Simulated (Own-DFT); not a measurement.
# How strain changes the stress of C40 NbSi2, 36 atoms (Nb12Si24)

Calculated results; nothing here was measured. They come from Own-DFT, an in-house plane-wave density functional program, since retired, whose code no person has reviewed. Each row is one single-point run on a periodic cell that was not relaxed, without spin or spin-orbit coupling.

Settings of every run: PBE; PseudoDojo norm-conserving scalar-relativistic files; cutoff 42 hartree; 4 x 4 x 5 k mesh centred on Gamma; cold (Marzari-Vanderbilt) smearing of 0.2 eV.

Known limits: forces on such cells failed a check on a denser k mesh; stress not checked against mesh or cutoff.

Unstrained cell vectors in Å: (0.000, 8.324, 0.000); (-9.613, 0.000, 0.000); (0.000, 0.000, 6.586). The unstrained cell was taken from the Materials Project. The random moves and any unrelaxed bonds add to the pressure at no strain. Each run strains this cell uniformly, with the atoms carried along. Every atom was also moved at random, by a Gaussian of width 0.05 Å on each axis. Strain is the symmetric tensor, in per cent. Stress is positive in tension, and the pressure is minus a third of its trace.

| run | e_xx (%) | e_yy (%) | e_zz (%) | e_yz (%) | e_xz (%) | e_xy (%) | s_xx (GPa) | s_yy (GPa) | s_zz (GPa) | s_yz (GPa) | s_xz (GPa) | s_xy (GPa) | P (GPa) | E (meV/atom) |
|---|---|---|---|---|---|---|---|---|---|---|---|---|---|---|
| 1 | 0.70 | 1.13 | -0.31 | 1.76 | -0.40 | 1.23 | -0.15 | 1.72 | -3.41 | 5.44 | -0.22 | 3.31 | 0.61 | 7.9 |
| 2 | -1.38 | -1.07 | 0.08 | -0.19 | -0.83 | 1.15 | -8.64 | -7.72 | -5.36 | -0.30 | -2.03 | 3.69 | 7.24 | 15.6 |
| 3 | -1.07 | -0.12 | 0.20 | 1.89 | 1.17 | -0.76 | -6.10 | -3.80 | -4.81 | 5.84 | 4.25 | -2.14 | 4.90 | 14.9 |
| 4 | 0.54 | -0.84 | -1.58 | 1.52 | 1.60 | 0.44 | -2.62 | -6.31 | -11.66 | 4.87 | 4.64 | 0.81 | 6.86 | 15.4 |
| 5 | -1.41 | 1.71 | 0.84 | -1.28 | 0.28 | -0.19 | -5.95 | 2.74 | -0.63 | -4.32 | 1.11 | -0.40 | 1.28 | 20.0 |
| 6 | 1.56 | -1.19 | 1.50 | -1.42 | -0.62 | -1.73 | 3.20 | -4.24 | 2.93 | -4.26 | -1.55 | -4.56 | -0.63 | 4.8 |
| 7 | -1.76 | 0.78 | 0.59 | 0.49 | 0.31 | -0.33 | -7.28 | -0.44 | -2.30 | 1.50 | 1.58 | -1.15 | 3.34 | 0.0 |
| 8 | 0.62 | -1.53 | -0.03 | -1.36 | -0.26 | 1.10 | -0.97 | -7.86 | -4.54 | -4.69 | -0.12 | 3.23 | 4.46 | 3.3 |
| 9 | -0.22 | 1.92 | 0.70 | 0.57 | 1.92 | -1.58 | -1.85 | 4.17 | 0.47 | 1.79 | 6.20 | -4.42 | -0.93 | 16.0 |
| 10 | 0.30 | 1.29 | 1.59 | -1.89 | -0.85 | -1.64 | 0.25 | 2.99 | 3.99 | -5.04 | -2.44 | -4.49 | -2.41 | 15.8 |
| 11 | 1.34 | 1.14 | 1.41 | -1.01 | -0.02 | 1.91 | 3.58 | 3.34 | 3.99 | -3.04 | 0.01 | 4.96 | -3.64 | 4.3 |
| 12 | -1.52 | -1.93 | 1.89 | 0.85 | 1.12 | -1.85 | -8.08 | -9.50 | 2.05 | 2.43 | 2.91 | -6.17 | 5.18 | 17.9 |
| 13 | -1.85 | 0.87 | 0.26 | -0.90 | 1.13 | 0.76 | -9.01 | -0.26 | -3.02 | -2.73 | 3.58 | 1.91 | 4.10 | 4.8 |
| 14 | -0.16 | 1.47 | 1.42 | 1.92 | -1.51 | 1.67 | -1.95 | 3.80 | 2.12 | 5.84 | -4.12 | 4.81 | -1.32 | 28.5 |
| 15 | 0.29 | -1.55 | 1.59 | 1.53 | -0.97 | -0.59 | -1.81 | -7.06 | 1.08 | 4.80 | -2.82 | -1.56 | 2.60 | 28.8 |
| 16 | 1.54 | -1.48 | -1.67 | 1.06 | 1.15 | -1.79 | ? | ? | ? | ? | ? | ? | ? | ? |

E is the free energy for each atom above the lowest run shown.

## Worked fit

Each stress component was fitted by least squares to a constant and the strains of the runs shown, as fractions, with shears doubled. Shear strains stay in the fit of a normal stress only where such slopes are resolved. The slopes, in GPa:

| stress | at no strain | per e_xx | per e_yy | per e_zz | scatter |
|---|---|---|---|---|---|
| s_xx | -2.8 | 350 ± 10 | 59 ± 8 | 68 ± 12 | 0.42 |
| s_yy | -2.7 | 74 ± 7 | 358 ± 6 | 68 ± 9 | 0.32 |
| s_zz | -4.1 | 73 ± 14 | 73 ± 12 | 430 ± 17 | 0.58 |

Each shear stress against twice its own strain: yz 154 ± 3, xz 140 ± 7, xy 134 ± 4 GPa. These are stiffnesses along x, y and z of the frame in which the cell vectors are given, which need not be the crystal's axes. The atoms are held to the strained lattice; where symmetry lets them move under strain, relaxing them would lower some slopes. The table should be nearly symmetric about its diagonal, and what it lacks of that shows the noise. A ninth of its sum, 173 ± 4 GPa, estimates the bulk modulus near the mean pressure of these runs, 2.1 GPa, so it lies above the value at zero pressure.

## Withheld run

Question: what normal stresses and pressure should run 16 give?

The fit gives s_xx = 0.6, s_yy = -7.9, s_zz = -11.2 and P = 6.2 GPa. The calculation gave 0.54, -8.72, -12.34 and P = 6.84 GPa.
